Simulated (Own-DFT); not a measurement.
Simulation results for Hf₃₆O₇₁ (tetragonal hafnia with one neutral oxygen vacancy, atoms displaced)

All values are calculated (Own-DFT development build). A calculation, not a measurement: plane-wave PBE and HSE06 DFT by an unreviewed code, no spin, of a simulated cell at Gamma alone, so results move with cell size and shape, stress positive in tension, energies less offsets, not probed for a lower state with spin; hafnium file: forces about 75 meV/angstrom off all-electron values; oxygen file: force components 24 meV/angstrom off all-electron in a glass; k mesh not checked against a denser one; forces and stress are PBE's, HSE06 gives the energy alone, and its difference from PBE has offsets of its own; offsets are fitted by least squares, one for each functional and potential file, so energies compare only between cells with the same atoms and settings and are not formation energies; the far tail of each file's local potential was reset to the Coulomb form; each entry is a single point on an unrelaxed cell, so the pressure reflects the starting lattice, taken from the Materials Project, from which strain is counted, and rises with the displacements; printed positions are rounded, which can move forces by about a meV/angstrom; the program is a retired in-house code; no spin-orbit coupling.

Common to all runs: first functional PBE; second functional HSE06; exact exchange share 0.25; screening 0.11 1/bohr; exchange divergence Gygi-Baldereschi; potential files PseudoDojo norm-conserving, scalar-relativistic, made for PBE, standard set; wave cutoff 48 hartree; occupations fixed; k mesh 1 x 1 x 1 centred on Gamma.

```json
{"entry": 1, "formula": "Hf36O71", "kind": "tetragonal hafnia with one neutral oxygen vacancy, atoms displaced", "structure": {"cell_angstrom": [[10.78, 0.0, 0.0], [0.0, 10.78, 0.0], [0.0, 0.0, 10.4493]], "atoms_fractional": [["Hf", 0.99933, 0.99725, 0.00122], ["Hf", 0.16896, 0.16979, 0.25288], ["O", 0.99565, 0.17085, 0.15317], ["O", 0.1671, 0.99762, 0.3472], ["O", 0.99942, 0.17181, 0.40628], ["O", 0.16419, 0.9987, 0.0958], ["Hf", 0.99957, 0.00327, 0.49898], ["Hf", 0.16803, 0.17167, 0.74994], ["O", 0.99378, 0.16863, 0.65817], ["O", 0.16532, 0.99933, 0.85031], ["O", 0.99722, 0.16515, 0.90396], ["O", 0.16683, 0.00031, 0.5927], ["Hf", 0.99886, 0.32979, 0.00097], ["Hf", 0.1647, 0.50314, 0.25197], ["O", 0.99868, 0.50344, 0.15084], ["O", 0.16914, 0.33194, 0.34389], ["O", 0.00032, 0.49996, 0.40028], ["O", 0.16183, 0.33385, 0.0994], ["Hf", 0.99843, 0.33739, 0.50069], ["Hf", 0.16243, 0.50077, 0.75252], ["O", 0.99781, 0.49824, 0.65493], ["O", 0.16381, 0.33356, 0.84946], ["O", 0.00634, 0.49954, 0.90094], ["O", 0.16642, 0.33532, 0.60115], ["Hf", 0.00481, 0.66497, 0.99566], ["Hf", 0.16438, 0.83419, 0.25623], ["O", 0.99958, 0.83598, 0.15236], ["O", 0.16853, 0.66657, 0.34731], ["O", 0.99853, 0.83366, 0.4037], ["O", 0.16585, 0.66377, 0.0943], ["Hf", 0.9956, 0.66702, 0.49951], ["Hf", 0.16483, 0.83402, 0.74727], ["O", 0.00096, 0.83017, 0.65169], ["O", 0.16524, 0.66702, 0.84301], ["O", 0.99619, 0.83296, 0.90619], ["O", 0.169, 0.66619, 0.59908], ["Hf", 0.33425, 0.00149, 0.00233], ["Hf", 0.49657, 0.16315, 0.24986], ["O", 0.33217, 0.16942, 0.1545], ["O", 0.49832, 0.99757, 0.34578], ["O", 0.33429, 0.1655, 0.40235], ["O", 0.50702, 0.00408, 0.09778], ["Hf", 0.33742, 0.00204, 0.50797], ["Hf", 0.50168, 0.16464, 0.74952], ["O", 0.33658, 0.1605, 0.6493], ["O", 0.49645, 0.99851, 0.84908], ["O", 0.33361, 0.16723, 0.9034], ["O", 0.49928, 0.9981, 0.59974], ["Hf", 0.33176, 0.33486, 0.99722], ["Hf", 0.50392, 0.49982, 0.25244], ["O", 0.33392, 0.49789, 0.15314], ["O", 0.50093, 0.33308, 0.34236], ["O", 0.3315, 0.50258, 0.39758], ["O", 0.49863, 0.33367, 0.09333], ["Hf", 0.33519, 0.33699, 0.50292], ["Hf", 0.50049, 0.49861, 0.75261], ["O", 0.3325, 0.49796, 0.65274], ["O", 0.50031, 0.33419, 0.84908], ["O", 0.33097, 0.49933, 0.90197], ["O", 0.50058, 0.33086, 0.59504], ["Hf", 0.33431, 0.6661, 0.99627], ["Hf", 0.49623, 0.83248, 0.25072], ["O", 0.33237, 0.83506, 0.15586], ["O", 0.49276, 0.66442, 0.34934], ["O", 0.33492, 0.83401, 0.40341], ["O", 0.49943, 0.66519, 0.0945], ["Hf", 0.33985, 0.66619, 0.50036], ["Hf", 0.50111, 0.83757, 0.75271], ["O", 0.33386, 0.83126, 0.64864], ["O", 0.49867, 0.67296, 0.84303], ["O", 0.33498, 0.83224, 0.90079], ["O", 0.50131, 0.66757, 0.59666], ["Hf", 0.66872, 0.99588, 0.9984], ["Hf", 0.83461, 0.1688, 0.25039], ["O", 0.6677, 0.1634, 0.15129], ["O", 0.83362, 0.00533, 0.34833], ["O", 0.66417, 0.16696, 0.40282], ["O", 0.83734, 0.99938, 0.09722], ["Hf", 0.66774, 0.9966, 0.49986], ["Hf", 0.83984, 0.16697, 0.75174], ["O", 0.6655, 0.16975, 0.65641], ["O", 0.83492, 0.00386, 0.84952], ["O", 0.66651, 0.16577, 0.90083], ["O", 0.82839, 0.999, 0.59845], ["Hf", 0.66451, 0.33442, 0.99669], ["Hf", 0.8291, 0.49898, 0.24746], ["O", 0.66799, 0.50223, 0.15552], ["O", 0.83201, 0.33288, 0.35221], ["O", 0.66843, 0.50471, 0.39821], ["O", 0.82971, 0.33417, 0.10201], ["Hf", 0.66873, 0.3298, 0.50157], ["Hf", 0.83617, 0.49971, 0.74585], ["O", 0.66534, 0.49336, 0.65352], ["O", 0.83386, 0.3314, 0.84875], ["O", 0.6685, 0.49955, 0.9035], ["O", 0.83018, 0.33027, 0.6014], ["Hf", 0.6671, 0.66454, 0.99965], ["Hf", 0.83536, 0.83429, 0.24952], ["O", 0.66764, 0.83615, 0.15548], ["O", 0.83654, 0.67045, 0.34605], ["O", 0.66469, 0.83009, 0.40237], ["O", 0.83252, 0.66647, 0.10069], ["Hf", 0.66948, 0.66469, 0.49966], ["Hf", 0.83348, 0.83381, 0.74985], ["O", 0.8318, 0.66556, 0.8486], ["O", 0.67105, 0.83542, 0.90547], ["O", 0.83659, 0.66594, 0.597]]}, "results": {"PBE_energy_of_cell_above_offsets [eV]": "-101.271", "HSE06_less_PBE_above_offsets [eV]": "-0.170", "PBE_pressure [GPa]": 0.98, "PBE_stress_xx [GPa]": -0.47, "PBE_stress_yy [GPa]": -0.74, "PBE_stress_zz [GPa]": -1.71, "PBE_stress_yz [GPa]": -0.4, "PBE_stress_xz [GPa]": -0.06, "PBE_stress_xy [GPa]": 0.05, "force_element": ["Hf", "Hf", "O", "O", "O", "O", "Hf", "Hf", "O", "O", "O", "O", "Hf", "Hf", "O", "O", "O", "O", "Hf", "Hf", "O", "O", "O", "O", "Hf", "Hf", "O", "O", "O", "O", "Hf", "Hf", "O", "O", "O", "O", "Hf", "Hf", "O", "O", "O", "O", "Hf", "Hf", "O", "O", "O", "O", "Hf", "Hf", "O", "O", "O", "O", "Hf", "Hf", "O", "O", "O", "O", "Hf", "Hf", "O", "O", "O", "O", "Hf", "Hf", "O", "O", "O", "O", "Hf", "Hf", "O", "O", "O", "O", "Hf", "Hf", "O", "O", "O", "O", "Hf", "Hf", "O", "O", "O", "O", "Hf", "Hf", "O", "O", "O", "O", "Hf", "Hf", "O", "O", "O", "O", "Hf", "Hf", "O", "O", "O"], "force_x [eV/angstrom]": [0.191, -0.51, 1.001, -0.49, 0.288, 0.723, -0.083, -0.089, 2.393, 0.17, 0.357, -0.588, -0.429, 0.507, -0.187, -0.148, 0.06, 0.703, -0.21, 0.688, 0.334, 0.259, -0.319, -0.062, -0.905, 0.294, 0.345, -0.401, 0.056, 0.582, 1.739, 0.844, -0.552, -0.074, 0.168, -0.692, -0.275, 1.164, -0.12, 0.096, -0.042, -1.627, -0.712, 0.606, -0.699, 0.143, -0.219, 1.351, -0.071, -1.263, -0.091, -0.066, 0.07, 0.224, -0.224, -0.169, 0.52, -0.165, 0.151, -0.328, -0.217, 0.266, -0.098, 0.48, -0.006, 0.163, -1.068, -0.167, 0.014, 0.218, -0.239, 1.005, 0.68, -1.025, -0.017, 0.091, -0.104, -0.762, -0.337, -2.316, 0.214, -0.009, -0.413, 0.784, 0.192, 1.142, -0.667, 0.027, -0.011, 0.209, -0.243, -1.183, 0.292, 0.192, -0.416, 0.911, 0.625, -0.148, -0.328, 0.008, 0.133, 0.062, -0.574, -0.385, 0.082, -0.171, -1.101], "force_y [eV/angstrom]": [0.196, -0.59, -0.059, 0.908, -0.509, 0.322, -0.291, -0.994, -0.258, 0.399, 0.286, 0.194, 0.232, -0.328, -0.152, 0.651, -0.019, -0.202, -0.196, 0.179, -0.052, -0.336, -0.188, -0.477, -0.102, -0.06, -0.277, 0.335, 0.323, 0.146, 0.318, 0.038, 0.312, 0.383, -0.217, -0.269, -0.538, 0.241, -0.358, 0.174, 0.382, -0.259, -0.629, 0.262, 0.461, 0.416, 0.018, -0.303, 0.072, -0.194, 0.069, 0.112, -0.916, 0.045, 0.104, 0.501, -0.184, -0.125, 0.329, 0.154, 0.144, -0.096, 0.074, 0.391, 0.042, 0.147, 0.492, -0.386, 0.391, -1.349, 0.418, 0.036, 1.648, 0.123, 0.351, -0.868, -0.311, -0.118, 0.455, 0.075, -0.129, -1.17, 0.057, -0.556, -1.337, 0.264, 0.022, 0.391, -0.84, 0.329, 0.054, -0.388, 0.472, 0.92, 0.349, 0.446, 0.439, 0.289, -0.199, -0.687, 0.207, 0.09, 0.405, 0.391, -0.051, -0.958, 0.054], "force_z [eV/angstrom]": [0.024, -0.53, 0.194, 0.138, 0.129, 0.262, -0.23, 0.3, -1.131, -0.929, -0.123, 0.717, 0.538, -0.865, 0.241, 0.901, 0.511, -0.481, -0.089, -0.494, -0.849, -0.116, -0.166, -0.263, 1.046, -0.745, 0.325, 0.078, 0.103, -0.008, -0.445, -0.038, 0.129, 0.54, -0.746, -0.472, 0.022, -0.204, -0.469, 0.411, 0.29, -0.124, -1.576, 0.515, 0.605, 0.055, -0.288, 0.351, 1.294, -0.535, -0.081, 0.529, 0.992, -0.026, -1.025, -0.445, 0.143, -0.493, -0.361, 0.228, 0.725, 0.124, -0.507, -0.255, 0.192, 0.016, -0.254, -0.984, 0.772, 0.422, 0.434, 0.179, 0.947, -0.474, 0.51, 0.29, 0.434, 0.149, -0.447, 0.979, -0.525, -0.514, 0.304, 0.095, 0.566, 0.118, -0.851, 0.039, 0.534, -0.427, -0.42, 1.277, -0.141, 0.01, -0.23, -0.377, 0.452, -0.432, -0.095, 0.491, 0.9, -0.696, 0.006, 0.491, -0.62, -0.96, 0.48]}}
{"entry": 2, "formula": "Hf36O71", "kind": "tetragonal hafnia with one neutral oxygen vacancy, atoms displaced", "structure": {"cell_angstrom": [[10.78, 0.0, 0.0], [0.0, 10.78, 0.0], [0.0, 0.0, 10.4493]], "atoms_fractional": [["Hf", 0.00252, 0.99426, 0.01477], ["Hf", 0.16284, 0.17123, 0.25689], ["O", 3e-05, 0.17379, 0.14409], ["O", 0.17068, 0.004, 0.35092], ["O", 0.99067, 0.16714, 0.40043], ["O", 0.16952, 0.00123, 0.08693], ["Hf", 0.00336, 0.99993, 0.49126], ["Hf", 0.16224, 0.16651, 0.73477], ["O", 0.00091, 0.17452, 0.6562], ["O", 0.15955, 0.00909, 0.84651], ["O", 0.00564, 0.16347, 0.89129], ["O", 0.16493, 0.99801, 0.59617], ["Hf", 0.99677, 0.32915, 0.9801], ["Hf", 0.17731, 0.49559, 0.24914], ["O", 0.99785, 0.50522, 0.15183], ["O", 0.1677, 0.33188, 0.3523], ["O", 0.00533, 0.49811, 0.3951], ["O", 0.16527, 0.33218, 0.09788], ["Hf", 0.99124, 0.34204, 0.50503], ["Hf", 0.16493, 0.50758, 0.73589], ["O", 0.0076, 0.50644, 0.65713], ["O", 0.1868, 0.34561, 0.85529], ["O", 0.99929, 0.50234, 0.90808], ["O", 0.15352, 0.32937, 0.58814], ["Hf", 0.00036, 0.64763, 0.99848], ["Hf", 0.17606, 0.82777, 0.25604], ["O", 0.01019, 0.82953, 0.15071], ["O", 0.16286, 0.66343, 0.34549], ["O", 0.99819, 0.83482, 0.39943], ["O", 0.17538, 0.66346, 0.09373], ["Hf", 0.01314, 0.66499, 0.49824], ["Hf", 0.17761, 0.82877, 0.7459], ["O", 0.99613, 0.82899, 0.64378], ["O", 0.17222, 0.65515, 0.84882], ["O", 0.98632, 0.82641, 0.90351], ["O", 0.15397, 0.65591, 0.58179], ["Hf", 0.33337, 0.00559, 0.98135], ["Hf", 0.50589, 0.16387, 0.24541], ["O", 0.32713, 0.15532, 0.16281], ["O", 0.5055, 0.99566, 0.34071], ["O", 0.32861, 0.15316, 0.4022], ["O", 0.48689, 0.99133, 0.11073], ["Hf", 0.33544, 0.99218, 0.50562], ["Hf", 0.49001, 0.18308, 0.74779], ["O", 0.3296, 0.15172, 0.62787], ["O", 0.50686, 0.99713, 0.84032], ["O", 0.32719, 0.16977, 0.90534], ["O", 0.49116, 0.00054, 0.59473], ["Hf", 0.32694, 0.32434, 0.01055], ["Hf", 0.50948, 0.49776, 0.24513], ["O", 0.34898, 0.51276, 0.13995], ["O", 0.5017, 0.33669, 0.34921], ["O", 0.3371, 0.50218, 0.41542], ["O", 0.48785, 0.32707, 0.11974], ["Hf", 0.32798, 0.32608, 0.50397], ["Hf", 0.50647, 0.48879, 0.754], ["O", 0.33835, 0.49706, 0.65135], ["O", 0.50854, 0.3261, 0.83512], ["O", 0.32314, 0.49758, 0.89399], ["O", 0.49114, 0.33529, 0.59219], ["Hf", 0.33568, 0.66626, 0.99242], ["Hf", 0.49831, 0.84058, 0.24731], ["O", 0.33907, 0.83634, 0.15511], ["O", 0.49839, 0.65152, 0.34233], ["O", 0.33814, 0.8399, 0.39979], ["O", 0.50016, 0.65679, 0.09225], ["Hf", 0.33961, 0.67403, 0.50652], ["Hf", 0.50078, 0.82352, 0.7544], ["O", 0.33861, 0.83189, 0.64558], ["O", 0.50567, 0.67492, 0.85628], ["O", 0.33104, 0.83095, 0.90392], ["O", 0.48976, 0.66971, 0.59322], ["Hf", 0.65753, 0.99534, 0.01057], ["Hf", 0.82968, 0.17067, 0.2451], ["O", 0.66532, 0.18256, 0.16371], ["O", 0.8335, 0.99234, 0.36147], ["O", 0.66132, 0.17095, 0.40576], ["O", 0.83135, 0.99904, 0.10329], ["Hf", 0.66575, 0.99062, 0.49966], ["Hf", 0.83569, 0.16825, 0.73327], ["O", 0.67017, 0.17551, 0.6585], ["O", 0.84011, 0.99126, 0.85279], ["O", 0.67604, 0.16067, 0.89603], ["O", 0.83543, 0.00478, 0.59683], ["Hf", 0.66911, 0.3318, 0.99248], ["Hf", 0.8313, 0.49831, 0.25159], ["O", 0.65394, 0.49985, 0.14623], ["O", 0.82995, 0.32417, 0.32443], ["O", 0.66893, 0.50749, 0.39883], ["O", 0.84528, 0.345, 0.10297], ["Hf", 0.66088, 0.33577, 0.51323], ["Hf", 0.83098, 0.48452, 0.75467], ["O", 0.66571, 0.50256, 0.64779], ["O", 0.82645, 0.32237, 0.8518], ["O", 0.65765, 0.49814, 0.90752], ["O", 0.83443, 0.34618, 0.60108], ["Hf", 0.67888, 0.67289, 0.99611], ["Hf", 0.83468, 0.84052, 0.23867], ["O", 0.66867, 0.83047, 0.14708], ["O", 0.84545, 0.67834, 0.34346], ["O", 0.82464, 0.66343, 0.11032], ["Hf", 0.66743, 0.66301, 0.5063], ["Hf", 0.82393, 0.81843, 0.75026], ["O", 0.6701, 0.82938, 0.65227], ["O", 0.84277, 0.66034, 0.84598], ["O", 0.66571, 0.83003, 0.90683], ["O", 0.85109, 0.66512, 0.60019]]}, "results": {"PBE_energy_of_cell_above_offsets [eV]": "-85.338", "HSE06_less_PBE_above_offsets [eV]": "0.822", "PBE_pressure [GPa]": 4.85, "PBE_stress_xx [GPa]": -5.4, "PBE_stress_yy [GPa]": -4.27, "PBE_stress_zz [GPa]": -4.88, "PBE_stress_yz [GPa]": -0.61, "PBE_stress_xz [GPa]": -1.59, "PBE_stress_xy [GPa]": -0.31, "force_element": ["Hf", "Hf", "O", "O", "O", "O", "Hf", "Hf", "O", "O", "O", "O", "Hf", "Hf", "O", "O", "O", "O", "Hf", "Hf", "O", "O", "O", "O", "Hf", "Hf", "O", "O", "O", "O", "Hf", "Hf", "O", "O", "O", "O", "Hf", "Hf", "O", "O", "O", "O", "Hf", "Hf", "O", "O", "O", "O", "Hf", "Hf", "O", "O", "O", "O", "Hf", "Hf", "O", "O", "O", "O", "Hf", "Hf", "O", "O", "O", "O", "Hf", "Hf", "O", "O", "O", "O", "Hf", "Hf", "O", "O", "O", "O", "Hf", "Hf", "O", "O", "O", "O", "Hf", "Hf", "O", "O", "O", "O", "Hf", "Hf", "O", "O", "O", "O", "Hf", "Hf", "O", "O", "O", "Hf", "Hf", "O", "O", "O", "O"], "force_x [eV/angstrom]": [-0.632, 0.435, -0.433, -1.251, 0.295, 0.868, -0.955, 0.549, -0.526, 1.519, -0.266, 0.015, 1.566, -0.136, 1.182, 0.547, -0.99, -0.229, 1.745, 4.008, -3.85, -2.52, -0.74, 1.813, 0.678, -0.804, -0.781, 0.637, 1.443, -1.049, -7.612, -3.867, 1.675, -0.611, 1.395, 8.441, -1.407, -3.023, 0.559, 1.236, 0.637, 2.221, -1.281, 0.716, 0.183, -0.898, 1.567, 3.363, -0.664, -2.798, -2.734, 0.016, -1.397, 1.021, -0.791, -2.81, -0.31, 0.434, 3.01, 1.389, 0.634, 0.039, -1.48, 0.13, -0.297, 1.459, -1.796, 0.554, -1.277, -0.172, -0.288, 4.09, 1.408, 2.217, 0.659, -1.326, 0.234, -0.915, 0.267, -0.146, -2.326, -0.86, -1.256, -0.726, 0.412, 0.281, 4.297, -0.024, 1.233, -2.087, -0.93, 0.966, 0.021, 0.492, 0.675, -0.873, -2.599, 1.762, -0.894, -1.52, 1.394, 1.135, 4.858, -2.105, -1.802, 0.202, -3.51], "force_y [eV/angstrom]": [-0.711, -1.169, -0.854, -1.039, 1.009, -0.203, -1.715, -0.119, 0.3, -2.127, 1.186, -0.301, -1.758, 1.044, 0.478, 0.482, -0.99, 0.441, -0.829, -1.863, -1.687, -1.829, -4.052, 0.173, 5.568, 0.854, 0.845, 0.113, 0.317, -0.043, 2.187, 1.544, 0.349, 2.47, -0.473, 0.452, -1.57, 1.466, 0.879, 0.809, 2.053, 1.434, 1.948, -7.16, 2.803, 0.822, 0.27, -0.311, 2.881, -0.301, -1.667, -1.12, -0.657, -0.816, 0.4, 3.242, 0.103, 3.062, 0.201, -0.41, -2.629, -3.145, -0.767, 3.728, -2.33, 1.785, -1.942, 1.914, -0.657, -2.314, 1.345, -0.067, 0.056, -2.818, -0.779, 0.602, -0.631, 0.345, 0.524, -4.692, 1.127, 0.889, 0.435, 0.648, -0.974, 1.816, -1.119, 3.28, -1.504, -0.465, -1.075, 2.995, -0.212, 1.774, -0.319, -0.177, -1.735, -1.463, 0.833, -1.166, -0.203, 1.259, 2.901, -0.219, -2.01, 1.566, -0.82], "force_z [eV/angstrom]": [-3.157, -0.601, 0.355, -0.696, 0.368, 0.537, 0.167, 2.255, -2.111, -1.178, 0.483, 0.951, 2.88, -0.844, 0.429, -0.368, 0.938, 0.561, -3.107, 2.811, -0.716, -2.35, -3.414, 1.533, 3.333, -1.12, 0.283, -0.259, 0.048, 0.092, -4.477, 1.231, 1.364, -1.415, 0.758, 4.902, 3.03, 2.74, -1.386, 1.548, -0.088, -2.536, -1.966, -3.113, 3.748, 0.934, -2.117, 0.454, 0.516, 0.675, 1.425, 1.177, -0.577, -3.388, -3.369, -0.05, 0.463, 3.69, 0.84, 2.286, 2.096, 0.235, -0.276, 1.495, -0.307, -0.807, -3.967, -0.759, 0.998, -1.611, -2.006, 2.226, -2.069, 0.432, -2.996, -1.672, 1.008, 0.345, -0.496, 3.395, -1.173, -1.226, 2.124, 0.243, 2.84, -0.873, -1.014, 3.822, 1.018, -2.651, -3.702, -0.804, 0.862, 0.002, -1.823, 0.576, 2.481, 1.992, 0.294, 0.305, -1.58, -1.798, 0.666, -0.821, 0.758, -1.1, -0.08]}}
```
